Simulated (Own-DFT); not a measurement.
## Calculated data, In3GaP4 (zincblende random alloy, atoms displaced)

A calculation, not a measurement: plane-wave PBE density functional theory by an unreviewed code, no spin, of a simulated periodic cell, stress positive in tension, free energy of the whole cell less one offset for each atom, forces on such cells passed a denser k mesh, this cell's mesh not checked; offsets are fitted by least squares, one for each functional and potential file, so energies compare only between cells with the same atoms and settings and are not formation energies; the far tail of each file's local potential was reset to the Coulomb form; each entry is a single point on an unrelaxed cell, so the pressure reflects the starting lattice, mostly measured values, from which strain is counted, and rises with the displacements; printed positions are rounded, which can move forces by about a meV/angstrom; the program is a retired in-house code; no spin-orbit coupling; before rounding, a Quantum ESPRESSO 7.3.1 run of the same cell and cutoff gave forces within 1 meV/angstrom rms on each cell, which checks the program and not the settings. Program: Own-DFT development build.

Common to all runs: functional PBE; potential files PseudoDojo norm-conserving, scalar-relativistic, standard set; wave cutoff 42 hartree; occupations Fermi-Dirac; smearing width 0.1 eV; k mesh 3 x 3 x 3 centred on Gamma.

(1) 
```cif
# cell vector a (Å): 11.5283 0.0000 0.0000
# cell vector b (Å): 0.0000 11.5283 0.0000
# cell vector c (Å): 0.0000 0.0000 11.5283
data_In3GaP4
_symmetry_space_group_name_H-M 'P 1'
_symmetry_Int_Tables_number 1
_cell_length_a 11.5283
_cell_length_b 11.5283
_cell_length_c 11.5283
_cell_angle_alpha 90.000
_cell_angle_beta 90.000
_cell_angle_gamma 90.000
_cell_volume 1532.13
loop_
_atom_site_label
_atom_site_type_symbol
_atom_site_fract_x
_atom_site_fract_y
_atom_site_fract_z
_atom_site_occupancy
In1 In 0.00128 0.99780 0.00220 1
In2 In 0.99388 0.24966 0.24747 1
Ga1 Ga 0.25029 0.00120 0.24618 1
Ga2 Ga 0.25339 0.25015 0.00082 1
P1 P 0.12545 0.12349 0.12972 1
P2 P 0.12670 0.37389 0.37771 1
P3 P 0.37489 0.12701 0.37707 1
P4 P 0.37438 0.37504 0.12531 1
In3 In 0.00026 0.99919 0.50253 1
Ga3 Ga 0.00064 0.25038 0.74956 1
In4 In 0.24836 0.99985 0.74926 1
In5 In 0.25067 0.24804 0.50095 1
P5 P 0.12299 0.12593 0.62789 1
P6 P 0.12278 0.37437 0.87185 1
P7 P 0.37007 0.12174 0.87794 1
P8 P 0.37510 0.37506 0.62662 1
In6 In 0.99805 0.49950 0.99967 1
In7 In 0.99805 0.74849 0.25057 1
Ga4 Ga 0.25401 0.50282 0.24902 1
In8 In 0.25290 0.74694 0.00239 1
P9 P 0.12279 0.61943 0.12887 1
P10 P 0.12819 0.87644 0.37364 1
P11 P 0.37256 0.62212 0.37415 1
P12 P 0.37397 0.87662 0.12564 1
In9 In 0.99972 0.49372 0.50314 1
In10 In 0.99990 0.74719 0.75067 1
In11 In 0.25103 0.50073 0.75121 1
Ga5 Ga 0.25133 0.75133 0.50055 1
P13 P 0.12422 0.62790 0.62342 1
P14 P 0.12697 0.87745 0.87403 1
P15 P 0.37319 0.62851 0.87409 1
P16 P 0.36894 0.87375 0.62110 1
In12 In 0.50348 0.00136 0.99767 1
In13 In 0.50116 0.24557 0.24544 1
Ga6 Ga 0.75000 0.99585 0.25030 1
Ga7 Ga 0.74745 0.24966 0.00011 1
P17 P 0.62248 0.12931 0.12649 1
P18 P 0.62343 0.37570 0.37898 1
P19 P 0.87811 0.12705 0.37264 1
P20 P 0.87783 0.38108 0.12352 1
Ga8 Ga 0.50244 0.00018 0.50054 1
In14 In 0.50196 0.24867 0.75133 1
In15 In 0.75106 0.99492 0.75072 1
In16 In 0.75129 0.24954 0.50003 1
P21 P 0.62242 0.12583 0.62325 1
P22 P 0.62531 0.37381 0.87376 1
P23 P 0.87473 0.12101 0.87494 1
P24 P 0.87754 0.37125 0.62377 1
In17 In 0.50376 0.50288 0.00044 1
In18 In 0.49913 0.74809 0.25163 1
In19 In 0.74740 0.50104 0.24538 1
In20 In 0.75551 0.74982 0.00447 1
P25 P 0.62694 0.62640 0.12819 1
P26 P 0.62077 0.87192 0.37678 1
P27 P 0.87378 0.62770 0.37513 1
P28 P 0.87684 0.87114 0.12831 1
In21 In 0.50471 0.50406 0.50039 1
In22 In 0.50013 0.74672 0.75113 1
In23 In 0.75320 0.50164 0.75083 1
In24 In 0.75186 0.74555 0.50238 1
P29 P 0.61896 0.62319 0.62519 1
P30 P 0.62949 0.87465 0.87506 1
P31 P 0.87342 0.62469 0.87555 1
P32 P 0.87428 0.87621 0.62675 1
_calc_free_energy_of_cell_above_offsets '-31.829'  # eV
_calc_pressure 3.91  # GPa
_calc_stress_xx -3.9  # GPa
_calc_stress_yy -3.85  # GPa
_calc_stress_zz -3.98  # GPa
_calc_stress_yz -0.46  # GPa
_calc_stress_xz 0.43  # GPa
_calc_stress_xy 0.03  # GPa
```

Force:
```csv
element,x (eV/Å),y (eV/Å),z (eV/Å)
In,0.086,0.193,-0.001
In,0.883,0.524,0.034
Ga,0.165,-0.021,0.515
Ga,-0.489,-0.053,0.041
P,1.23,0.27,-0.46
P,0.47,0.572,-1.272
P,0.245,-1.745,-0.369
P,-1.03,0.239,-0.181
In,0.142,0.051,-0.354
Ga,-0.088,-0.227,0.178
In,0.046,0.076,-0.178
In,-0.106,0.221,0.252
P,-0.624,0.715,0.48
P,0.137,-1.28,0.353
P,-0.059,1.06,0.334
P,0.274,0.116,-0.161
In,0.584,0.07,-0.464
In,0.73,0.018,0.483
Ga,-0.469,-0.516,0.213
In,-0.736,0.345,0.232
P,0.971,-0.177,0.268
P,1.027,-0.117,0.008
P,-1.076,0.237,0.221
P,-0.217,0.616,0.567
In,0.263,0.797,-0.562
In,0.147,0.492,0.087
In,-0.218,-0.005,-0.329
Ga,-0.342,-0.142,-0.394
P,0.822,0.245,-0.651
P,-0.253,-0.772,0.37
P,0.351,-0.616,0.314
P,0.883,0.025,-0.806
In,-0.225,-0.193,0.239
In,-0.584,0.868,1.105
Ga,-0.113,0.268,0.204
Ga,0.354,0.091,-0.061
P,2.22,-0.948,-0.632
P,0.238,-0.201,-0.786
P,-1.226,-1.323,-0.18
P,-1.361,-1.386,-0.495
Ga,-0.436,-0.011,-0.166
In,-0.683,-0.128,0.079
In,-0.294,0.828,-0.333
In,-0.173,-0.208,-0.234
P,-0.156,-1.119,-0.366
P,0.836,-0.394,0.844
P,0.018,1.701,0.175
P,0.179,-0.529,1.299
In,-0.38,-0.153,-0.116
In,-0.453,0.225,-0.123
In,0.297,-0.4,0.966
In,-0.558,-0.002,-0.297
P,-0.38,0.328,-0.553
P,0.576,1.461,0.209
P,0.145,-0.943,0.116
P,-0.712,1.33,0.472
In,-1.111,-0.761,-0.248
In,-0.209,0.897,-0.176
In,-0.321,-0.46,-0.394
In,-0.377,0.502,0.106
P,1.154,0.35,0.49
P,-0.456,-0.527,0.278
P,0.263,0.164,0.091
P,0.183,-0.534,-0.277
```

(2) 
```cif
# cell vector a (Å): 11.5283 0.0000 0.0000
# cell vector b (Å): 0.0000 11.5283 0.0000
# cell vector c (Å): 0.0000 0.0000 11.5283
data_In3GaP4
_symmetry_space_group_name_H-M 'P 1'
_symmetry_Int_Tables_number 1
_cell_length_a 11.5283
_cell_length_b 11.5283
_cell_length_c 11.5283
_cell_angle_alpha 90.000
_cell_angle_beta 90.000
_cell_angle_gamma 90.000
_cell_volume 1532.13
loop_
_atom_site_label
_atom_site_type_symbol
_atom_site_fract_x
_atom_site_fract_y
_atom_site_fract_z
_atom_site_occupancy
In1 In 0.99702 0.00383 0.00207 1
Ga1 Ga 0.00049 0.24529 0.25473 1
In2 In 0.24690 0.00316 0.24732 1
In3 In 0.24771 0.24719 0.99843 1
P1 P 0.12619 0.12703 0.12684 1
P2 P 0.12602 0.37339 0.37384 1
P3 P 0.37519 0.12141 0.37073 1
P4 P 0.37388 0.37644 0.12551 1
In4 In 0.00285 0.00348 0.49505 1
In5 In 0.99999 0.24895 0.75117 1
In6 In 0.24752 0.99971 0.75101 1
In7 In 0.25090 0.24859 0.49981 1
P5 P 0.12580 0.12640 0.62504 1
P6 P 0.12376 0.37529 0.87844 1
P7 P 0.37848 0.12606 0.87458 1
P8 P 0.37237 0.37849 0.62636 1
In8 In 0.00154 0.50530 0.99623 1
In9 In 0.00349 0.75084 0.25276 1
In10 In 0.25082 0.49778 0.25294 1
In11 In 0.25262 0.75191 0.99887 1
P9 P 0.12788 0.62409 0.12616 1
P10 P 0.12702 0.87506 0.37359 1
P11 P 0.37577 0.62456 0.37913 1
P12 P 0.37479 0.87538 0.12226 1
In12 In 0.99989 0.49716 0.49778 1
Ga2 Ga 0.99769 0.74997 0.75244 1
In13 In 0.25086 0.49915 0.74821 1
In14 In 0.25350 0.74982 0.49935 1
P13 P 0.12502 0.62378 0.62612 1
P14 P 0.12613 0.87676 0.87490 1
P15 P 0.37448 0.62596 0.87390 1
P16 P 0.37656 0.87307 0.62562 1
Ga3 Ga 0.50227 0.00308 0.99685 1
Ga4 Ga 0.50077 0.24481 0.24675 1
Ga5 Ga 0.75161 0.00649 0.24875 1
Ga6 Ga 0.75029 0.25021 0.00433 1
P17 P 0.62464 0.12692 0.12327 1
P18 P 0.62674 0.37625 0.36685 1
P19 P 0.87800 0.12520 0.37989 1
P20 P 0.87662 0.37307 0.12465 1
In15 In 0.49952 0.00159 0.50229 1
In16 In 0.49786 0.24764 0.74904 1
In17 In 0.74832 0.00015 0.75451 1
In18 In 0.75093 0.25098 0.49828 1
P21 P 0.62326 0.12658 0.62490 1
P22 P 0.62154 0.37664 0.87845 1
P23 P 0.87995 0.12823 0.87400 1
P24 P 0.87035 0.37276 0.62799 1
In19 In 0.50129 0.49960 0.00571 1
In20 In 0.50228 0.75017 0.24733 1
In21 In 0.74805 0.50086 0.25476 1
Ga7 Ga 0.74862 0.75017 0.00278 1
P25 P 0.62005 0.62733 0.12584 1
P26 P 0.62660 0.87128 0.37208 1
P27 P 0.87646 0.62396 0.37408 1
P28 P 0.87375 0.87121 0.12715 1
In22 In 0.49923 0.49484 0.49740 1
In23 In 0.49921 0.74740 0.74829 1
Ga8 Ga 0.74891 0.50168 0.75391 1
In24 In 0.75324 0.74931 0.49910 1
P29 P 0.62243 0.62622 0.62490 1
P30 P 0.62391 0.87134 0.87326 1
P31 P 0.87671 0.62366 0.87112 1
P32 P 0.87709 0.87202 0.62462 1
_calc_free_energy_of_cell_above_offsets '-31.811'  # eV
_calc_pressure 3.92  # GPa
_calc_stress_xx -3.91  # GPa
_calc_stress_yy -3.92  # GPa
_calc_stress_zz -3.93  # GPa
_calc_stress_yz 0.02  # GPa
_calc_stress_xz 0.02  # GPa
_calc_stress_xy -0.01  # GPa
```

Force:
```csv
element,x (eV/Å),y (eV/Å),z (eV/Å)
In,0.151,-0.525,0.12
Ga,-0.019,0.435,-0.382
In,0.408,-0.621,-0.086
In,0.437,0.381,0.166
P,-1.22,0.616,0.494
P,-0.847,-0.911,-0.442
P,0.801,1.034,-0.229
P,0.591,-1.257,0.618
In,0.178,-0.842,0.855
In,0.269,0.6,-0.29
In,0.493,-0.001,-0.225
In,0.265,0.093,-0.164
P,-0.037,-0.106,-0.019
P,0.261,-0.029,-0.585
P,0.098,-1.021,0.792
P,0.397,-0.779,-0.339
In,-0.152,-0.403,0.661
In,-0.181,-0.304,-0.326
In,0.11,0.295,-0.084
In,-0.295,-0.239,-0.062
P,-0.02,0.232,-0.067
P,0.227,0.127,0.257
P,0.189,0.009,-0.715
P,0.855,1.091,-0.325
In,-0.148,-0.015,0.513
Ga,0.322,0.089,-0.312
In,-0.434,0.257,0.645
In,-0.498,0.035,0.336
P,-0.834,0.856,0.375
P,-1.213,-0.78,-0.269
P,0.152,-0.447,0.258
P,-0.267,0.459,0.057
Ga,-0.07,-0.442,0.137
Ga,-0.236,0.452,0.043
Ga,-0.118,-0.567,0.1
Ga,0.148,0.255,-0.376
P,0.168,-0.247,-0.009
P,-1.297,-1.564,0.281
P,-0.492,0.214,-2.03
P,-0.01,-0.878,0.245
In,0.224,-0.464,-0.477
In,0.284,0.741,-0.043
In,0.391,-0.004,-0.358
In,-0.508,0.159,0.043
P,0.458,-0.104,-0.041
P,1.615,-0.343,-0.293
P,-1.607,0.251,0.971
P,-0.232,1.067,0.552
In,-0.425,0.206,-0.548
In,-0.749,0.297,0.371
In,0.619,0.361,-1.229
Ga,-0.038,-0.094,-0.201
P,1.702,0.243,-0.721
P,0.648,1.438,-0.21
P,0.109,0.048,0.075
P,-1.155,0.494,-0.157
In,0.401,0.137,0.214
In,-0.076,0.046,0.234
Ga,-0.275,-0.158,-0.27
In,-0.224,-0.12,0.124
P,1.06,-1.129,0.257
P,0.059,0.237,1.654
P,-1.096,1.054,-0.317
P,0.685,0.085,0.752
```

(3) 
```cif
# cell vector a (Å): 11.5283 0.0000 0.0000
# cell vector b (Å): 0.0000 11.5283 0.0000
# cell vector c (Å): 0.0000 0.0000 11.5283
data_In3GaP4
_symmetry_space_group_name_H-M 'P 1'
_symmetry_Int_Tables_number 1
_cell_length_a 11.5283
_cell_length_b 11.5283
_cell_length_c 11.5283
_cell_angle_alpha 90.000
_cell_angle_beta 90.000
_cell_angle_gamma 90.000
_cell_volume 1532.13
loop_
_atom_site_label
_atom_site_type_symbol
_atom_site_fract_x
_atom_site_fract_y
_atom_site_fract_z
_atom_site_occupancy
In1 In 0.99447 0.99702 0.99500 1
In2 In 0.00372 0.25034 0.25019 1
In3 In 0.25282 0.99756 0.25070 1
In4 In 0.24769 0.24757 0.99965 1
P1 P 0.12526 0.12187 0.12756 1
P2 P 0.12149 0.37168 0.37853 1
P3 P 0.37642 0.12733 0.37378 1
P4 P 0.37439 0.37085 0.12585 1
Ga1 Ga 0.00125 0.99846 0.50131 1
In5 In 0.99820 0.24696 0.74861 1
In6 In 0.24614 0.00057 0.74748 1
In7 In 0.25350 0.24731 0.50153 1
P5 P 0.12894 0.13129 0.62164 1
P6 P 0.12445 0.37465 0.87559 1
P7 P 0.37176 0.12989 0.87713 1
P8 P 0.37752 0.37493 0.62612 1
In8 In 0.00322 0.50056 0.99570 1
In9 In 0.00368 0.75546 0.24867 1
Ga2 Ga 0.25246 0.49836 0.24576 1
In10 In 0.25234 0.75033 0.99909 1
P9 P 0.12993 0.62340 0.12265 1
P10 P 0.12830 0.87845 0.37530 1
P11 P 0.37486 0.62294 0.37832 1
P12 P 0.37365 0.87856 0.12432 1
In11 In 0.99831 0.50025 0.49679 1
Ga3 Ga 0.99919 0.75315 0.75308 1
In12 In 0.25564 0.49483 0.75032 1
Ga4 Ga 0.24959 0.75202 0.49643 1
P13 P 0.12456 0.62678 0.61992 1
P14 P 0.12208 0.87475 0.87509 1
P15 P 0.37181 0.62367 0.87303 1
P16 P 0.37614 0.87404 0.62405 1
Ga5 Ga 0.49976 0.00113 0.00088 1
Ga6 Ga 0.50124 0.24940 0.25182 1
Ga7 Ga 0.75036 0.00395 0.24881 1
Ga8 Ga 0.74858 0.24921 0.99999 1
P17 P 0.62992 0.12570 0.12062 1
P18 P 0.62713 0.37285 0.38106 1
P19 P 0.86704 0.12520 0.37366 1
P20 P 0.87414 0.37537 0.12241 1
In13 In 0.49972 0.99690 0.49985 1
In14 In 0.50434 0.24956 0.74959 1
In15 In 0.75003 0.00049 0.74358 1
In16 In 0.75061 0.24854 0.50401 1
P21 P 0.62290 0.12434 0.62562 1
P22 P 0.62341 0.37332 0.87451 1
P23 P 0.87569 0.12913 0.87430 1
P24 P 0.87239 0.37578 0.62692 1
In17 In 0.49878 0.50243 0.00204 1
In18 In 0.49574 0.74680 0.24854 1
In19 In 0.74356 0.50179 0.24928 1
In20 In 0.75385 0.74760 0.00172 1
P25 P 0.62222 0.62785 0.12771 1
P26 P 0.62879 0.87440 0.37385 1
P27 P 0.88384 0.62484 0.37244 1
P28 P 0.87115 0.87123 0.12357 1
In21 In 0.50044 0.49996 0.49903 1
In22 In 0.49828 0.74836 0.74984 1
In23 In 0.75224 0.49747 0.74811 1
In24 In 0.74722 0.74767 0.49822 1
P29 P 0.62693 0.62556 0.62386 1
P30 P 0.62819 0.87312 0.87131 1
P31 P 0.87816 0.62307 0.87642 1
P32 P 0.87799 0.87658 0.62263 1
_calc_free_energy_of_cell_above_offsets '-31.750'  # eV
_calc_pressure 3.93  # GPa
_calc_stress_xx -3.91  # GPa
_calc_stress_yy -3.94  # GPa
_calc_stress_zz -3.94  # GPa
_calc_stress_yz -0.04  # GPa
_calc_stress_xz 0.32  # GPa
_calc_stress_xy 0.3  # GPa
```

Force:
```csv
element,x (eV/Å),y (eV/Å),z (eV/Å)
In,0.142,0.368,0.671
In,-0.705,-0.225,-0.164
In,-0.069,0.669,0.05
In,-0.355,0.22,0.475
P,-0.294,-0.289,-0.438
P,1.384,0.823,-0.74
P,0.904,0.237,-0.642
P,0.231,0.231,1.234
Ga,-0.06,0.347,-0.22
In,0.323,0.55,-0.051
In,0.322,-0.049,0.2
In,0.253,0.818,-0.555
P,-1.369,-1.439,-0.242
P,0.181,-0.292,-0.477
P,1.098,-1.382,-0.002
P,0.223,-0.297,-0.292
In,-0.105,-0.204,0.652
In,0.179,-0.366,-0.115
Ga,-0.195,-0.137,0.461
In,-0.154,0.159,-0.1
P,0.318,-0.44,0.95
P,-0.229,-0.188,1.455
P,-1.607,0.2,-0.456
P,1.107,0.212,-0.842
In,0.186,-0.188,0.581
Ga,0.13,-0.276,-0.435
In,-1.016,0.45,-0.334
Ga,-0.04,-0.165,0.318
P,0.298,1.044,0.684
P,-0.258,-0.734,-0.755
P,0.462,0.137,0.236
P,-1.07,-0.625,-0.546
Ga,0.125,0.025,-0.319
Ga,0.178,0.072,-0.079
Ga,-0.112,-0.399,-0.052
Ga,0.304,0.344,-0.166
P,-0.524,-0.092,0.393
P,-0.81,-0.494,-1.224
P,0.967,-1.297,-0.07
P,-0.642,-0.517,-0.43
In,0.168,0.223,-0.359
In,-0.541,-0.142,0.194
In,0.275,0.094,0.577
In,-0.076,-0.1,0.062
P,-0.029,-0.12,-0.319
P,0.915,-0.137,1.01
P,-1.277,0.103,0.594
P,0.702,-0.24,-0.459
In,-0.009,-0.312,-0.081
In,-0.012,0.679,0.434
In,0.758,-0.289,0.265
In,-0.681,-0.18,-0.479
P,0.159,-0.141,-0.572
P,0.073,0.748,-1.054
P,-1.176,0.297,-0.344
P,-0.143,1.384,1.059
In,0.089,-0.087,0.281
In,0.184,-0.009,0.029
In,-0.42,0.428,0.563
In,0.949,0.037,-0.195
P,-0.236,-0.253,0.308
P,-0.749,0.664,0.979
P,0.254,0.908,-1.121
P,1.123,-0.366,0.015
```

(4) 
```cif
# cell vector a (Å): 11.5283 0.0000 0.0000
# cell vector b (Å): 0.0000 11.5283 0.0000
# cell vector c (Å): 0.0000 0.0000 11.5283
data_In3GaP4
_symmetry_space_group_name_H-M 'P 1'
_symmetry_Int_Tables_number 1
_cell_length_a 11.5283
_cell_length_b 11.5283
_cell_length_c 11.5283
_cell_angle_alpha 90.000
_cell_angle_beta 90.000
_cell_angle_gamma 90.000
_cell_volume 1532.13
loop_
_atom_site_label
_atom_site_type_symbol
_atom_site_fract_x
_atom_site_fract_y
_atom_site_fract_z
_atom_site_occupancy
In1 In 0.99842 0.00008 0.99382 1
In2 In 0.00338 0.25235 0.24751 1
In3 In 0.24673 0.99316 0.24999 1
In4 In 0.25304 0.25558 0.00016 1
P1 P 0.12086 0.12702 0.12744 1
P2 P 0.12871 0.37228 0.37738 1
P3 P 0.38312 0.12975 0.37404 1
P4 P 0.37496 0.37548 0.12781 1
In5 In 0.00092 0.00062 0.50497 1
In6 In 0.99947 0.24860 0.74668 1
In7 In 0.24827 0.00233 0.75090 1
In8 In 0.25082 0.25336 0.49967 1
P5 P 0.12696 0.12683 0.62252 1
P6 P 0.12475 0.37763 0.87609 1
P7 P 0.37528 0.12478 0.87352 1
P8 P 0.37596 0.37460 0.62122 1
In9 In 0.99987 0.49926 0.00077 1
Ga1 Ga 0.99763 0.75200 0.25251 1
In10 In 0.25080 0.49993 0.25349 1
In11 In 0.24777 0.74905 0.99788 1
P9 P 0.12689 0.62662 0.12684 1
P10 P 0.12539 0.87630 0.37513 1
P11 P 0.37534 0.62449 0.37478 1
P12 P 0.37572 0.87604 0.12528 1
Ga2 Ga 0.99805 0.50097 0.49746 1
In12 In 0.00252 0.75267 0.74732 1
In13 In 0.24751 0.49996 0.74983 1
Ga3 Ga 0.24770 0.75348 0.50195 1
P13 P 0.12743 0.62359 0.62769 1
P14 P 0.12841 0.87176 0.87581 1
P15 P 0.37719 0.62481 0.87178 1
P16 P 0.37172 0.87654 0.62546 1
Ga4 Ga 0.49937 0.00272 0.99983 1
In14 In 0.50117 0.25138 0.25071 1
In15 In 0.74508 0.00363 0.24825 1
In16 In 0.74836 0.24663 0.00364 1
P17 P 0.62578 0.12495 0.12909 1
P18 P 0.62347 0.37660 0.37488 1
P19 P 0.87596 0.12995 0.37996 1
P20 P 0.87719 0.37215 0.12718 1
In17 In 0.50157 0.00140 0.50105 1
Ga5 Ga 0.50278 0.25289 0.75265 1
In18 In 0.75274 0.00036 0.74930 1
In19 In 0.75301 0.25077 0.49973 1
P21 P 0.62356 0.12951 0.62085 1
P22 P 0.62482 0.37267 0.87417 1
P23 P 0.87295 0.13081 0.87374 1
P24 P 0.87588 0.37402 0.62327 1
Ga6 Ga 0.50022 0.50188 0.00321 1
In20 In 0.49751 0.75168 0.24966 1
In21 In 0.75323 0.50177 0.25254 1
In22 In 0.74650 0.75126 0.00128 1
P25 P 0.62708 0.62695 0.12489 1
P26 P 0.62516 0.87639 0.37484 1
P27 P 0.87368 0.62202 0.37282 1
P28 P 0.87088 0.87322 0.12759 1
Ga7 Ga 0.50092 0.49753 0.49898 1
In23 In 0.49437 0.75180 0.74820 1
Ga8 Ga 0.75191 0.49969 0.74778 1
In24 In 0.74861 0.75217 0.49797 1
P29 P 0.62684 0.62125 0.62270 1
P30 P 0.62285 0.87645 0.87827 1
P31 P 0.87119 0.61993 0.87460 1
P32 P 0.87216 0.87309 0.62178 1
_calc_free_energy_of_cell_above_offsets '-31.750'  # eV
_calc_pressure 3.94  # GPa
_calc_stress_xx -3.92  # GPa
_calc_stress_yy -3.96  # GPa
_calc_stress_zz -3.94  # GPa
_calc_stress_yz 0.23  # GPa
_calc_stress_xz -0.19  # GPa
_calc_stress_xy 0.08  # GPa
```

Force:
```csv
element,x (eV/Å),y (eV/Å),z (eV/Å)
In,-0.069,-0.052,0.578
In,-0.315,-0.102,0.844
In,0.623,1.238,-0.091
In,-0.296,-0.596,0.026
P,0.778,-0.588,-0.748
P,-1.29,1.195,0.294
P,-1.312,-0.841,0.094
P,0.875,0.911,-0.757
In,-0.211,-0.02,-0.504
In,0.341,0.399,0.258
In,0.01,-0.095,-0.055
In,0.551,-0.651,-0.099
P,0.079,-0.044,0.304
P,-0.131,-0.481,-0.278
P,1.374,0.332,0.279
P,1.382,0.312,0.725
In,-0.11,0.252,0.227
Ga,0.145,-0.21,-0.159
In,-0.178,0.102,-0.111
In,0.798,-0.29,0.394
P,-1.009,0.489,0.712
P,-0.556,-1.657,0.533
P,0.059,0.278,1.698
P,0.46,0.602,-1.156
Ga,0.295,-0.103,0.171
In,-0.546,-0.498,0.26
In,0.726,-0.349,0.01
Ga,0.155,-0.411,-0.136
P,-0.463,0.362,-1.978
P,-0.522,0.595,-0.314
P,0.275,-0.853,1.173
P,-0.598,-0.421,-0.966
Ga,0.008,-0.072,0.092
In,0.193,0.317,-0.266
In,0.974,-0.289,0.82
In,-0.03,0.518,-0.104
P,-1.297,-0.373,-1.315
P,-0.217,0.675,0.697
P,0.297,-0.714,-0.862
P,-0.47,0.386,-0.263
In,-0.258,-0.138,-0.044
Ga,-0.207,-0.168,-0.399
In,-0.654,0.21,-0.025
In,-0.629,0.426,-0.026
P,-0.295,0.346,1.447
P,-0.469,0.946,-0.342
P,0.175,-0.525,-0.048
P,0.072,1.735,0.119
Ga,0.063,-0.079,-0.225
In,0.293,-0.216,0.095
In,-0.604,-0.581,-0.631
In,0.356,-0.232,-0.41
P,-1.001,-1.006,-0.244
P,-0.2,-0.049,-0.092
P,1.822,0.815,0.62
P,1.126,-0.192,0.425
Ga,-0.036,0.18,0.026
In,0.858,-0.173,-0.11
Ga,-0.18,-0.177,0.009
In,-0.08,-0.612,-0.144
P,-0.304,-0.842,0.251
P,-0.67,0.806,0.061
P,-0.321,0.114,-0.754
P,0.366,0.155,0.414
```
